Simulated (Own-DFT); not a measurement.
# Strain and stress in C40 NbSi2, 36 atoms (Nb12Si24)

The numbers are computed, not measured, by runs of the plane-wave DFT program Own-DFT (in-house, retired, unreviewed) at fixed positions, with no spin and no spin-orbit coupling.

All runs used: PBE; PseudoDojo norm-conserving scalar-relativistic files; cutoff 42 hartree; 4 x 4 x 5 k mesh centred on Gamma; cold (Marzari-Vanderbilt) smearing of 0.2 eV.

Known weak points: forces on such cells failed a check on a denser k mesh; stress not checked against mesh or cutoff.

Unstrained cell vectors in Å: (0.000, 8.324, 0.000); (-9.613, 0.000, 0.000); (0.000, 0.000, 6.586). The unstrained cell was taken from the Materials Project. The random moves and any unrelaxed bonds add to the pressure at no strain. Each run strains this cell uniformly, with the atoms carried along. All atoms carry random offsets, Gaussian with a width of 0.05 Å per axis. Strain is the symmetric tensor, in per cent. Stress is positive in tension, and the pressure is minus a third of its trace.

| run | e_xx (%) | e_yy (%) | e_zz (%) | e_yz (%) | e_xz (%) | e_xy (%) | s_xx (GPa) | s_yy (GPa) | s_zz (GPa) | s_yz (GPa) | s_xz (GPa) | s_xy (GPa) | P (GPa) | E (meV/atom) |
|---|---|---|---|---|---|---|---|---|---|---|---|---|---|---|
| 1 | -0.76 | -1.59 | -0.01 | -0.43 | -0.17 | -0.56 | -7.04 | -8.30 | -6.81 | -1.02 | -0.95 | -1.72 | 7.39 | 22.2 |
| 2 | -1.84 | 0.91 | -1.90 | -1.52 | -0.77 | 1.23 | -10.75 | -2.68 | -14.37 | -5.38 | -2.82 | 3.35 | 9.27 | 43.3 |
| 3 | 0.21 | 1.68 | -0.87 | -0.66 | -0.27 | 1.74 | -1.38 | 3.56 | -5.98 | -1.29 | -0.70 | 5.38 | 1.26 | 7.5 |
| 4 | 0.59 | -1.62 | 0.64 | -0.67 | 1.01 | -1.62 | -1.40 | -7.06 | -1.71 | -1.72 | 3.50 | -4.83 | 3.39 | 12.9 |
| 5 | 1.15 | -0.10 | 0.57 | 0.71 | 0.01 | -0.94 | 2.13 | -1.33 | -0.12 | 1.51 | -0.22 | -2.51 | -0.23 | 1.3 |
| 6 | 0.58 | -1.89 | 0.38 | 1.92 | 0.87 | 1.90 | -2.23 | -9.70 | -3.65 | 5.83 | 2.50 | 5.73 | 5.19 | 39.8 |
| 7 | -1.95 | -1.56 | -1.64 | -0.06 | -0.45 | -1.53 | -14.36 | -11.39 | -15.68 | 0.55 | -0.39 | -6.24 | 13.81 | 55.9 |
| 8 | 1.32 | -0.48 | -0.07 | 0.58 | 1.80 | -1.50 | 0.90 | -2.82 | -3.67 | 2.02 | 4.54 | -4.64 | 1.86 | 21.5 |
| 9 | -0.15 | 1.98 | 0.47 | -0.94 | -0.92 | -1.17 | -1.21 | 4.72 | -0.56 | -3.32 | -2.44 | -3.19 | -0.98 | 11.1 |
| 10 | 0.01 | -1.89 | -1.35 | -0.93 | 0.06 | -1.40 | -5.39 | -10.60 | -11.61 | -3.05 | -0.44 | -4.38 | 9.20 | 21.9 |
| 11 | -0.01 | -1.17 | 1.58 | -0.34 | -1.40 | 1.54 | -1.79 | -5.77 | 2.16 | -0.73 | -3.88 | 4.08 | 1.80 | 12.2 |
| 12 | -1.99 | 0.42 | -1.67 | 1.73 | 1.98 | -0.40 | -12.19 | -3.93 | -14.87 | 5.87 | 7.28 | -1.16 | 10.33 | 58.4 |
| 13 | 1.34 | 0.08 | 1.02 | 1.62 | 0.85 | 0.27 | 3.54 | 0.04 | 0.77 | 5.06 | 2.77 | 0.98 | -1.45 | 9.3 |
| 14 | 1.29 | 1.26 | 1.21 | -1.30 | -0.64 | -1.52 | 3.94 | 3.80 | 3.75 | -3.98 | -1.59 | -4.29 | -3.83 | 0.0 |
| 15 | 1.77 | -1.86 | -0.04 | -1.49 | 0.58 | -1.67 | ? | ? | ? | ? | ? | ? | ? | ? |

The last column gives the free energy per atom over the lowest of the runs shown.

## Working it out

Each stress component was fitted by least squares to a constant and the strains of the runs shown, as fractions, with shears doubled. Shear strains stay in the fit of a normal stress only where such slopes are resolved. The slopes, in GPa:

```
stress  at no strain  per e_xx  per e_yy  per e_zz  scatter
  s_xx          -2.9  376 ± 17   89 ± 10  114 ± 18     0.50
  s_yy          -2.5   95 ± 18  367 ± 10   72 ± 19     0.51
  s_zz          -4.4  130 ± 20   84 ± 11  448 ± 21     0.57
```

The slope of each shear stress on twice its own strain, from a fit on all six strains: yz 150 ± 12, xz 152 ± 14, xy 154 ± 5 GPa. These are stiffnesses along x, y and z of the frame in which the cell vectors are given, which need not be the crystal's axes. These are clamped-ion slopes: internal relaxation, where symmetry allows it, would soften some. Symmetry asks for nearly equal slopes across the diagonal; the mismatch is a measure of noise. A ninth of the table's sum, 197 ± 5 GPa, estimates the bulk modulus near the mean pressure of these runs, 4.1 GPa, so it lies above the value at zero pressure.

## The run left out

Asked: what normal stresses and pressure should run 15 give?

From the fit: s_xx = 2.0, s_yy = -7.7, s_zz = -3.8 and P = 3.2 GPa. The run itself gave 1.97, -8.05, -3.82 and P = 3.30 GPa.
